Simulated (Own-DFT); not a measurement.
## Calculated data, Si3N4 (beta silicon nitride, strained, atoms displaced), SiC (4H silicon carbide, atoms displaced), SiC (2H silicon carbide, atoms displaced), GaAs (zincblende with one plane slipped along a stacking-fault path, atoms displaced)

Computed with Own-DFT development build. A calculation, not a measurement: plane-wave PBE density functional theory by an unreviewed code, no spin, of a simulated periodic cell, stress positive in tension, free energy of the whole cell less one offset for each atom, forces on such cells passed a denser k mesh, this cell's mesh not checked; offsets are fitted by least squares, one for each functional and potential file, so energies compare only between cells with the same atoms and settings and are not formation energies; the far tail of each file's local potential was reset to the Coulomb form; each entry is a single point on an unrelaxed cell, so the pressure reflects the starting lattice, mostly measured values (interpolated for alloys), from which strain is counted, and rises with the displacements; printed positions are rounded, which can move forces by about a meV/angstrom; the program, named Own-DFT, is a retired in-house code; no spin-orbit coupling.

Settings shared by all entries: functional PBE; potential files PseudoDojo norm-conserving, scalar-relativistic, standard set; wave cutoff 42 hartree; occupations Fermi-Dirac; smearing width 0.1 eV.

```yaml
- entry: 1
  formula: Si3N4
  kind: "beta silicon nitride, strained, atoms displaced"
  structure:
    cell_angstrom:
      - [7.4944, -0.0291, -0.0148]
      - [-3.7724, 6.554, 0.0925]
      - [-0.017, 0.1127, 8.6144]
    atoms_fractional:
      - [Si, 0.17307, 0.76436, 0.09661]
      - [Si, 0.23063, 0.39345, 0.08645]
      - [Si, 0.59054, 0.82378, 0.07581]
      - [Si, 0.82611, 0.23439, 0.26228]
      - [Si, 0.75135, 0.58979, 0.25294]
      - [Si, 0.40776, 0.16867, 0.25647]
      - ["N", 0.34079, 0.03945, 0.08327]
      - ["N", 0.9633, 0.29882, 0.07693]
      - ["N", 0.69183, 0.66992, 0.07899]
      - ["N", 0.66688, 0.96899, 0.24354]
      - ["N", 0.01225, 0.68037, 0.25196]
      - ["N", 0.30204, 0.3386, 0.23631]
      - ["N", 0.32897, 0.65843, 0.0934]
      - ["N", 0.66096, 0.34412, 0.25197]
      - [Si, 0.18195, 0.79062, 0.41615]
      - [Si, 0.23876, 0.4047, 0.41325]
      - [Si, 0.60172, 0.82769, 0.42909]
      - [Si, 0.82031, 0.22515, 0.58044]
      - [Si, 0.77358, 0.58409, 0.58276]
      - [Si, 0.40191, 0.16455, 0.5725]
      - ["N", 0.32589, 0.03072, 0.42083]
      - ["N", 0.97051, 0.29849, 0.415]
      - ["N", 0.69512, 0.65884, 0.40637]
      - ["N", 0.67917, 0.96523, 0.58595]
      - ["N", 0.03005, 0.69896, 0.58375]
      - ["N", 0.29465, 0.32704, 0.59586]
      - ["N", 0.31878, 0.66095, 0.41898]
      - ["N", 0.67589, 0.34118, 0.5765]
      - [Si, 0.17708, 0.76895, 0.7465]
      - [Si, 0.23821, 0.41608, 0.74774]
      - [Si, 0.58991, 0.8215, 0.75638]
      - [Si, 0.82397, 0.23068, 0.91039]
      - [Si, 0.77954, 0.59312, 0.92451]
      - [Si, 0.40589, 0.17783, 0.91576]
      - ["N", 0.33385, 0.035, 0.73765]
      - ["N", 0.96388, 0.29822, 0.74624]
      - ["N", 0.70003, 0.6676, 0.74386]
      - ["N", 0.67599, 0.9761, 0.9209]
      - ["N", 0.03055, 0.68935, 0.91658]
      - ["N", 0.30191, 0.32046, 0.90314]
      - ["N", 0.33942, 0.66955, 0.743]
      - ["N", 0.67162, 0.33765, 0.91401]
  settings:
    k_mesh: "3 x 3 x 3 centred on Gamma"
  results:
    "free_energy_of_cell_above_offsets [eV]": "-1.045"
    "pressure [GPa]": 18.18
    "stress_xx [GPa]": -14.82
    "stress_yy [GPa]": -19.67
    "stress_zz [GPa]": -20.04
    "stress_yz [GPa]": 2.63
    "stress_xz [GPa]": -1.18
    "stress_xy [GPa]": -0.19
    force_element: [Si, Si, Si, Si, Si, Si, "N", "N", "N", "N", "N", "N", "N", "N", Si, Si, Si, Si, Si, Si, "N", "N", "N", "N", "N", "N", "N", "N", Si, Si, Si, Si, Si, Si, "N", "N", "N", "N", "N", "N", "N", "N"]
    "force_x [eV/angstrom]": [0.229, -4.583, -0.731, -1.432, 1.562, -0.777, -0.621, 1.136, 1.599, -0.111, 1.39, 4.657, 0.071, 2.015, -0.861, -1.205, -1.193, 1.25, -2.724, -0.212, 0.074, 1.384, -2.704, -0.661, 0.988, 1.899, 2.017, -1.052, -0.455, -1.534, 2.888, 0.089, -3.143, 2.458, 0.545, 1.521, 0.444, -0.655, 2.317, -3.156, -1.893, -0.831]
    "force_y [eV/angstrom]": [-0.112, 2.123, -0.075, -0.579, 0.974, 2.453, -2.849, 0.268, -0.794, 0.374, 2.386, -3.544, 0.469, -3.861, -8.492, 0.812, -2.308, 1.19, 3.306, 5.769, 1.568, 0.044, 2.228, 1.109, 1.158, -1.109, 2.223, -5.115, 0.369, -1.732, 0.927, 1.256, 0.121, -0.737, -2.111, 0.948, -0.092, -1.62, 2.101, 2.128, 0.071, -1.245]
    "force_z [eV/angstrom]": [-2.768, -7.67, 3.005, -5.473, -4.183, -3.988, 1.706, 1.898, 0.237, 2.511, 1.224, 8.178, -0.997, 0.368, -0.235, 0.971, -4.516, 0.757, 0.083, 4.543, -2.553, 1.609, 5.894, 0.68, -0.657, -5.477, 0.206, -0.408, 1.002, 0.904, 0.103, 1.471, -2.127, -2.018, 3.191, -0.716, 1.468, -2.909, 0.866, 3.017, 0.722, 0.081]
- entry: 2
  formula: SiC
  kind: "4H silicon carbide, atoms displaced"
  structure:
    cell_angstrom: [[6.1654, 0.0, 0.0], [-3.0827, 5.3394, 0.0], [0.0, 0.0, 10.0681]]
    atoms_fractional:
      - [Si, 0.98187, 0.97052, 0.40862]
      - [Si, 0.14944, 0.32103, 0.15794]
      - [C, 0.01434, 0.03598, 0.08876]
      - [C, 0.16449, 0.32918, 0.3545]
      - [Si, 0.01863, 0.52712, 0.41586]
      - [Si, 0.1719, 0.82783, 0.14744]
      - [C, 0.00887, 0.47503, 0.08285]
      - [C, 0.21366, 0.82041, 0.33057]
      - [Si, 0.52618, 0.01755, 0.40836]
      - [Si, 0.67137, 0.34259, 0.15329]
      - [C, 0.51006, 0.98236, 0.08647]
      - [C, 0.68067, 0.35663, 0.35248]
      - [Si, 0.47789, 0.50114, 0.41177]
      - [Si, 0.63998, 0.83451, 0.16339]
      - [C, 0.47072, 0.47841, 0.09869]
      - [C, 0.7006, 0.84069, 0.34033]
      - [Si, 0.97771, 0.97024, 0.90604]
      - [Si, 0.82212, 0.66556, 0.65798]
      - [C, 0.9734, 0.98326, 0.58742]
      - [C, 0.82016, 0.63104, 0.84753]
      - [Si, 0.97673, 0.48565, 0.90855]
      - [Si, 0.82644, 0.18247, 0.6582]
      - [C, 0.0091, 0.49843, 0.58495]
      - [C, 0.848, 0.19504, 0.85807]
      - [Si, 0.50024, 0.98681, 0.90013]
      - [Si, 0.32469, 0.69661, 0.64997]
      - [C, 0.49118, 0.98603, 0.58906]
      - [C, 0.32251, 0.66938, 0.8521]
      - [Si, 0.49562, 0.49337, 0.90477]
      - [Si, 0.34099, 0.16691, 0.65259]
      - [C, 0.49883, 0.50742, 0.56805]
      - [C, 0.31922, 0.17686, 0.85423]
  settings:
    hardware: "one NVIDIA H100"
    k_mesh: "5 x 5 x 3 centred on Gamma"
  results:
    "free_energy_of_cell_above_offsets [eV]": "5.167"
    "pressure [GPa]": 11.07
    "stress_xx [GPa]": -6.17
    "stress_yy [GPa]": -12.58
    "stress_zz [GPa]": -14.46
    "stress_yz [GPa]": -0.66
    "stress_xz [GPa]": -4.78
    "stress_xy [GPa]": -1.74
    force_element: [Si, Si, C, C, Si, Si, C, C, Si, Si, C, C, Si, Si, C, C, Si, Si, C, C, Si, Si, C, C, Si, Si, C, C, Si, Si, C, C]
    "force_x [eV/angstrom]": [4.897, 1.773, 0.329, -1.662, 0.142, -0.235, -4.474, -2.739, 0.497, 0.154, -4.611, -0.006, 2.678, 5.493, 2.519, -6.055, 0.272, 0.055, 1.335, -2.899, 3.773, 1.915, -2.254, -0.196, -1.148, 2.348, 0.138, 0.757, -2.262, -2.798, 0.413, 1.85]
    "force_y [eV/angstrom]": [4.207, 2.35, -8.256, -1.487, -2.777, 0.285, 3.352, 1.609, 0.202, -1.176, 3.241, -0.643, 0.242, -2.413, 2.602, -2.328, 3.175, -1.06, 1.486, 3.305, 3.973, -1.364, 1.046, -8.388, 2.861, -6.163, 5.435, -1.094, 0.575, 0.815, -0.186, -3.425]
    "force_z [eV/angstrom]": [-0.371, 3.222, -0.6, -1.704, -4.822, -0.261, 2.103, 1.614, -2.302, 1.057, -0.68, -1.132, -9.036, -0.422, -0.884, -0.461, 0.8, -1.549, 2.941, -1.636, 1.542, 0.241, 4.382, -5.219, 1.716, 2.937, -0.063, -3.078, 2.167, 0.02, 12.57, -3.096]
    "wall_time [s]": 120.2
- entry: 3
  formula: SiC
  kind: "2H silicon carbide, atoms displaced"
  structure:
    cell_angstrom: [[9.2481, 0.0, 0.0], [-4.6241, 8.0091, 0.0], [0.0, 0.0, 10.0681]]
    atoms_fractional:
      - [Si, 0.007, 0.99527, 0.00562]
      - [Si, 0.09769, 0.2164, 0.24807]
      - [C, 0.00629, 0.00727, 0.18682]
      - [C, 0.12083, 0.21928, 0.44684]
      - [Si, 0.01075, 0.99107, 0.49562]
      - [Si, 0.10076, 0.22275, 0.7511]
      - [C, 0.00246, 0.01401, 0.69207]
      - [C, 0.09929, 0.21921, 0.942]
      - [Si, 0.01135, 0.32994, 0.00398]
      - [Si, 0.11822, 0.57081, 0.25077]
      - [C, 0.01044, 0.34721, 0.18562]
      - [C, 0.10338, 0.54157, 0.43528]
      - [Si, 0.00419, 0.32804, 0.49676]
      - [Si, 0.11803, 0.54623, 0.74874]
      - [C, 0.00068, 0.32524, 0.68625]
      - [C, 0.12401, 0.56126, 0.937]
      - [Si, 0.99821, 0.66187, 0.00195]
      - [Si, 0.11465, 0.89878, 0.2484]
      - [C, 0.0005, 0.66725, 0.18516]
      - [C, 0.12277, 0.89688, 0.43982]
      - [Si, 0.99977, 0.65177, 0.50115]
      - [Si, 0.11006, 0.8809, 0.74987]
      - [C, 0.00236, 0.67467, 0.69207]
      - [C, 0.10757, 0.88198, 0.94186]
      - [Si, 0.32923, 0.00557, 0.98939]
      - [Si, 0.44825, 0.22135, 0.24816]
      - [C, 0.34354, 0.00551, 0.18576]
      - [C, 0.4488, 0.22581, 0.43562]
      - [Si, 0.33874, 0.00086, 0.49893]
      - [Si, 0.43885, 0.21024, 0.75326]
      - [C, 0.33731, 0.99067, 0.68778]
      - [C, 0.44686, 0.21648, 0.94031]
      - [Si, 0.33368, 0.33983, 0.00382]
      - [Si, 0.45377, 0.55625, 0.25828]
      - [C, 0.3494, 0.34244, 0.18223]
      - [C, 0.4347, 0.54839, 0.43156]
      - [Si, 0.32486, 0.32849, 0.4942]
      - [Si, 0.43543, 0.55546, 0.74805]
      - [C, 0.3342, 0.33227, 0.67958]
      - [C, 0.45034, 0.56387, 0.93248]
      - [Si, 0.33466, 0.66704, 0.00207]
      - [Si, 0.44268, 0.89909, 0.24442]
      - [C, 0.32318, 0.6616, 0.18253]
      - [C, 0.43737, 0.89167, 0.43315]
      - [Si, 0.32855, 0.66243, 0.49449]
      - [Si, 0.43515, 0.88704, 0.75023]
      - [C, 0.33115, 0.66318, 0.68842]
      - [C, 0.44527, 0.88081, 0.93686]
      - [Si, 0.65307, 0.99024, 0.00174]
      - [Si, 0.7736, 0.22754, 0.25857]
      - [C, 0.66667, 0.99559, 0.17351]
      - [C, 0.78341, 0.22626, 0.43973]
      - [Si, 0.6589, 0.99785, 0.50125]
      - [Si, 0.78216, 0.21888, 0.7505]
      - [C, 0.66082, 0.99876, 0.68691]
      - [C, 0.7843, 0.22658, 0.93666]
      - [Si, 0.65711, 0.33377, 0.00725]
      - [Si, 0.77258, 0.55713, 0.23737]
      - [C, 0.66928, 0.33046, 0.1765]
      - [C, 0.79246, 0.55831, 0.42146]
      - [Si, 0.67927, 0.34282, 0.50869]
      - [Si, 0.77731, 0.55968, 0.76462]
      - [C, 0.65771, 0.33184, 0.69859]
      - [C, 0.76472, 0.54296, 0.94487]
      - [Si, 0.66493, 0.67047, 0.00155]
      - [Si, 0.77209, 0.88126, 0.24971]
      - [C, 0.66271, 0.6673, 0.18438]
      - [C, 0.77986, 0.88664, 0.44291]
      - [Si, 0.66844, 0.67567, 0.50913]
      - [Si, 0.77558, 0.88931, 0.74904]
      - [C, 0.65413, 0.65441, 0.68053]
      - [C, 0.78426, 0.89004, 0.93048]
  settings:
    hardware: "one NVIDIA H100"
    k_mesh: "4 x 4 x 3 centred on Gamma"
  results:
    "free_energy_of_cell_above_offsets [eV]": "-3.679"
    "pressure [GPa]": 6.13
    "stress_xx [GPa]": -4.58
    "stress_yy [GPa]": -4.41
    "stress_zz [GPa]": -9.4
    "stress_yz [GPa]": 0.03
    "stress_xz [GPa]": -0.75
    "stress_xy [GPa]": 0.46
    force_element: [Si, Si, C, C, Si, Si, C, C, Si, Si, C, C, Si, Si, C, C, Si, Si, C, C, Si, Si, C, C, Si, Si, C, C, Si, Si, C, C, Si, Si, C, C, Si, Si, C, C, Si, Si, C, C, Si, Si, C, C, Si, Si, C, C, Si, Si, C, C, Si, Si, C, C, Si, Si, C, C, Si, Si, C, C, Si, Si, C, C]
    "force_x [eV/angstrom]": [-2.345, 1.974, -0.946, -3.712, -3.052, 3.534, 1.203, 4.419, -4.465, -0.448, -1.009, 0.935, 0.178, -2.261, -2.12, -1.604, 0.65, 1.443, -0.869, 0.87, -1.078, -1.077, 0.275, 0.294, 2.062, -0.216, -2.959, 0.646, -0.822, -0.823, -3.056, -2.378, 0.312, -2.5, -1.338, 1.011, 3.786, 2.035, -0.806, -0.51, 0.301, 2.401, 2.443, 2.029, 0.101, 3.388, -0.403, -2.29, 2.612, 1.907, -0.287, -0.499, 0.993, -1.753, 0.099, -0.62, 2.89, 1.732, -0.81, -2.065, -1.734, -0.394, 2.374, 0.525, 0.352, -0.018, 0.597, -0.512, 0.803, 0.237, 0.914, -0.548]
    "force_y [eV/angstrom]": [0.747, 3.0, -1.927, -2.017, 1.889, 0.212, -3.825, -1.01, 1.882, -2.475, -1.397, 1.809, -0.922, 0.803, 1.913, -1.65, -0.722, -1.067, 1.272, -2.733, 2.297, 3.064, -3.686, 0.28, -2.376, 0.949, 0.216, 0.024, 1.436, 1.655, 1.321, 1.36, -0.45, -0.282, -1.161, 1.419, 1.408, -1.252, -0.547, -1.234, -0.112, -2.496, 1.962, -1.181, 0.266, -1.31, 0.902, 1.005, 2.468, -0.367, 0.604, -1.132, 0.351, 0.456, -0.412, -0.675, -1.902, -0.603, 0.603, -0.196, -0.306, -1.159, 0.717, 2.927, 0.161, 1.542, 0.279, 1.076, -2.51, -0.309, 1.653, -0.526]
    "force_z [eV/angstrom]": [-2.0, 1.045, 0.665, -3.313, 2.375, 0.742, -1.275, -1.075, -0.114, -0.468, 1.757, 0.45, 0.704, 0.839, -1.028, -0.34, -0.639, 0.339, 0.52, -1.096, -0.196, 0.482, -0.838, -1.066, 2.319, 0.086, -1.301, 0.552, 0.341, -0.765, -0.465, -1.048, -1.887, -3.057, 1.87, 2.589, 1.302, -0.318, 2.152, 0.899, -0.564, 0.033, 1.757, -0.129, 0.413, 0.798, -1.732, -0.548, -3.411, -2.984, 5.273, 0.691, -0.297, 0.763, 0.119, 0.891, -3.774, 0.958, 4.52, 2.644, -0.934, -2.506, -1.202, 0.35, -1.526, 0.17, 0.45, -1.29, -3.576, -0.962, 3.609, 2.254]
    "wall_time [s]": 356.3
- entry: 4
  formula: GaAs
  kind: "zincblende with one plane slipped along a stacking-fault path, atoms displaced"
  structure:
    cell_angstrom:
      - [5.6533, -5.6533, 0.0]
      - [0.0, 5.6533, -5.6533]
      - [12.2488, 12.2488, 9.4222]
    atoms_fractional:
      - [Ga, 0.00567, 0.00176, 0.00212]
      - [As, 0.97279, 0.95412, 0.12415]
      - [Ga, 0.13443, 0.27079, 0.16273]
      - [As, 0.10793, 0.21305, 0.29063]
      - [Ga, 0.27325, 0.02951, 0.33646]
      - [As, 0.24044, 0.00088, 0.46146]
      - [Ga, 0.07646, 0.15339, 0.50753]
      - [As, 0.06606, 0.14289, 0.62655]
      - [Ga, 0.22621, 0.43942, 0.66988]
      - [As, 0.208, 0.4054, 0.79085]
      - [Ga, 0.3521, 0.21038, 0.83681]
      - [As, 0.34104, 0.18595, 0.95081]
      - [Ga, 0.01979, 0.51558, 0.00184]
      - [As, 0.97005, 0.4594, 0.12438]
      - [Ga, 0.1366, 0.78634, 0.16467]
      - [As, 0.11548, 0.74448, 0.29491]
      - [Ga, 0.29655, 0.56883, 0.33647]
      - [As, 0.26205, 0.51327, 0.45964]
      - [Ga, 0.0717, 0.66562, 0.49669]
      - [As, 0.0647, 0.63001, 0.63089]
      - [Ga, 0.22327, 0.95242, 0.6617]
      - [As, 0.22942, 0.91522, 0.78996]
      - [Ga, 0.35844, 0.72526, 0.83]
      - [As, 0.34087, 0.67718, 0.96068]
      - [Ga, 0.47838, 0.99406, 0.00289]
      - [As, 0.47734, 0.95735, 0.12509]
      - [Ga, 0.63552, 0.26951, 0.16649]
      - [As, 0.59824, 0.24644, 0.28917]
      - [Ga, 0.7886, 0.05125, 0.33417]
      - [As, 0.7568, 0.00492, 0.4582]
      - [Ga, 0.58277, 0.16615, 0.50358]
      - [As, 0.55789, 0.11348, 0.61996]
      - [Ga, 0.73111, 0.44826, 0.66789]
      - [As, 0.69396, 0.39171, 0.79219]
      - [Ga, 0.85773, 0.20815, 0.83223]
      - [As, 0.85296, 0.19138, 0.95707]
      - [Ga, 0.48625, 0.49157, 0.0005]
      - [As, 0.46736, 0.4596, 0.12454]
      - [Ga, 0.64388, 0.784, 0.16719]
      - [As, 0.61218, 0.72084, 0.29228]
      - [Ga, 0.7904, 0.55561, 0.33493]
      - [As, 0.7573, 0.51086, 0.45793]
      - [Ga, 0.57582, 0.65911, 0.49532]
      - [As, 0.5706, 0.62987, 0.62392]
      - [Ga, 0.72205, 0.95067, 0.66709]
      - [As, 0.70052, 0.89709, 0.78895]
      - [Ga, 0.8567, 0.72007, 0.83536]
      - [As, 0.83978, 0.69372, 0.95636]
  settings:
    k_mesh: "4 x 4 x 2 centred on Gamma"
  results:
    "free_energy_of_cell_above_offsets [eV]": "-16.531"
    "pressure [GPa]": 4.34
    "stress_xx [GPa]": -4.46
    "stress_yy [GPa]": -4.17
    "stress_zz [GPa]": -4.38
    "stress_yz [GPa]": -0.74
    "stress_xz [GPa]": 0.21
    "stress_xy [GPa]": -0.77
    force_element: [Ga, As, Ga, As, Ga, As, Ga, As, Ga, As, Ga, As, Ga, As, Ga, As, Ga, As, Ga, As, Ga, As, Ga, As, Ga, As, Ga, As, Ga, As, Ga, As, Ga, As, Ga, As, Ga, As, Ga, As, Ga, As, Ga, As, Ga, As, Ga, As]
    "force_x [eV/angstrom]": [-0.678, 0.134, 0.168, 1.097, 0.797, 0.89, -0.797, -0.189, 0.537, -0.048, -0.735, 1.428, -1.699, 0.688, 0.467, -0.86, -1.857, -1.132, 1.379, -0.516, 0.475, -2.141, 0.992, -0.163, 0.578, -0.006, -0.403, 1.206, -1.388, 0.109, -1.276, 1.383, -0.746, 0.469, 0.347, -0.298, 0.755, 0.672, -0.576, 0.947, -0.88, -0.641, 1.288, -0.232, -0.181, 0.181, 0.052, 0.402]
    "force_y [eV/angstrom]": [-0.034, -0.079, 1.053, -0.118, 1.865, -0.27, -0.376, -0.248, 0.365, 0.362, -1.012, 1.542, 0.493, -0.079, -0.063, -2.662, 0.169, 0.574, -0.148, -1.257, 0.609, 0.826, -0.305, -0.503, -1.112, 0.176, 0.731, -1.128, 0.796, 0.657, -1.371, 1.511, 0.152, 0.212, 0.356, 0.728, -0.504, -0.74, 0.163, -0.377, 0.418, 0.177, 0.296, -0.118, -0.624, 0.194, -1.273, -0.028]
    "force_z [eV/angstrom]": [-0.755, -0.28, 0.138, -1.322, -1.588, -0.988, -1.145, 1.331, -1.492, 0.813, -1.86, 1.723, 0.287, 0.175, 0.874, 0.834, 1.005, 0.755, 1.106, -0.178, 0.214, 0.132, 0.905, -1.343, -0.976, 0.255, -0.586, 0.848, -0.09, -0.305, -0.553, 0.03, 0.442, -0.107, -0.556, 0.686, -0.269, 0.048, 0.665, -1.179, 0.331, 0.488, 0.095, 0.118, 0.185, 0.289, -0.427, 1.227]
```
